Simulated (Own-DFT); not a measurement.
# How much smaller does PBEsol make it? zincblende AlGaAs with randomly placed atoms, 64 atoms (Al24As32Ga8)

Everything here is calculated. The program is Own-DFT (plane waves, in-house, since retired, never reviewed by a person); positions were held fixed, and spin and spin-orbit coupling were off.

Limits: forces on such cells passed a denser k mesh, each cell not checked; stress not checked against mesh or cutoff.

Each geometry was run with PBE and with PBEsol, otherwise alike: PseudoDojo norm-conserving scalar-relativistic files made for PBE; cutoff 42 hartree; 3 x 3 x 3 k mesh centred on Gamma; Fermi-Dirac smearing of 0.1 eV. Unstrained cell vectors in Å: (11.318, 0.000, 0.000); (0.000, 11.318, 0.000); (0.000, 0.000, 11.318). Each has a uniform strain, of which the change of volume is shown, and random moves of rms u per axis. The random placing of the alloy's atoms differs from row to row.

```
run,volume change (%),u (Å),P with PBE (GPa),P with PBEsol (GPa)
1,3.38,0.0492,0.93,-1.11
2,1.16,0.0463,2.36,0.24
3,-3.87,0.0457,6.64,4.32
4,2.08,0.0505,1.84,-0.25
5,1.90,0.0513,2.23,0.14
6,-3.85,0.0518,6.76,4.45
7,2.95,0.0481,1.13,-0.93
8,-2.50,0.0481,5.60,3.35
9,-0.19,0.0509,3.54,?
```

Q: by how much does PBEsol shrink this cell, and what belongs in the blank?

## Working it out

Write v for the change of volume as a fraction. Fitted to v and u², the PBE pressure has a slope of -81 ± 1 GPa in v, with the ions held to the strained lattice. The difference PBEsol less PBE is -2.17 + 3.7 v GPa (slope ± 0.1) and averages -2.16 GPa. Divided by the mean slope of the two, 79 GPa, that makes PBEsol's volume at a given pressure, near 2 GPa, about 2.7 % smaller, or 0.91 % in lengths. At one volume PBEsol's slope is the smaller by 4 GPa, but its pressure there is lower too. If stiffness rises by about 4 GPa for each GPa, PBEsol at equal pressure is stiffer by about 5 GPa. Files made for PBEsol would give a different shift.

For run 9 the line gives 1.37 GPa. DFT gave 1.37 GPa.
